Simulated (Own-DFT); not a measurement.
# Biaxial strain at fixed height in wurtzite AlGaN with randomly placed atoms, 72 atoms (Al27Ga9N36)

The numbers are computed, not measured, by runs of the plane-wave DFT program Own-DFT (in-house, retired, unreviewed) at fixed positions, with no spin and no spin-orbit coupling.

Settings: PBE; PseudoDojo norm-conserving scalar-relativistic files; cutoff 42 hartree; 4 x 4 x 3 k mesh centred on Gamma; Fermi-Dirac smearing of 0.1 eV.

Known weak points: forces on such cells passed a denser k mesh, each cell not checked; stress not checked against mesh or cutoff.

Unstrained cell vectors in Å: (9.394, 0.000, 0.000); (-4.697, 8.135, 0.000); (0.000, 0.000, 10.066). The unstrained cell has measured lattice constants (interpolated for alloys), not those of this functional. That, the random moves and any unrelaxed bonds set the pressure at no strain. Each run strains x and y alike by e, as a substrate would, and holds the height along z. Random moves of width 0.05 Å per axis were added to every atom. The random placing of the alloy's atoms differs from row to row. Stress is positive in tension.

| e (%) | u (Å) | (s_xx + s_yy)/2 (GPa) | s_zz (GPa) |
|---|---|---|---|
| -3.00 | 0.053 | -27.16 | -12.09 |
| -2.75 | 0.052 | -23.58 | -13.72 |
| -1.75 | 0.049 | -17.11 | -8.98 |
| -1.25 | 0.050 | ? | ? |
| -0.25 | 0.049 | -8.44 | -6.78 |
| 1.00 | 0.046 | -1.12 | -3.66 |
| 1.75 | 0.045 | 3.36 | -4.33 |
| 2.00 | 0.052 | 3.83 | -4.58 |
| 2.25 | 0.051 | 5.23 | -4.63 |
| 3.00 | 0.046 | 8.01 | -1.56 |

## Analysis

With e as a fraction, the in-plane stress is -6.4 + 576 e - 2921 e² GPa (errors 10 and 685, scatter 0.63), and s_zz is -7.1 + 172 e GPa (slope ± 20, scatter 1.28). At e = 0 the first slope is C11 + C12 and the second 2 C13, both with the ions held to the strained lattice and at the cell's own pressure. The term in e² is negative: the layer stiffens under compression and softens under tension. A free layer would change its height as e changes, and the in-plane slope would drop by 2 C13²/C33 to the biaxial modulus. At fixed height, a misfit of 1 % moves the in-plane stress by about 5.8 GPa and s_zz by 1.7 GPa.

## Withheld run

The question: what are the two stresses at e = -1.25 %?

From the fit: -14.1 and -9.3 GPa. The run itself gave -14.27 and -8.00 GPa.
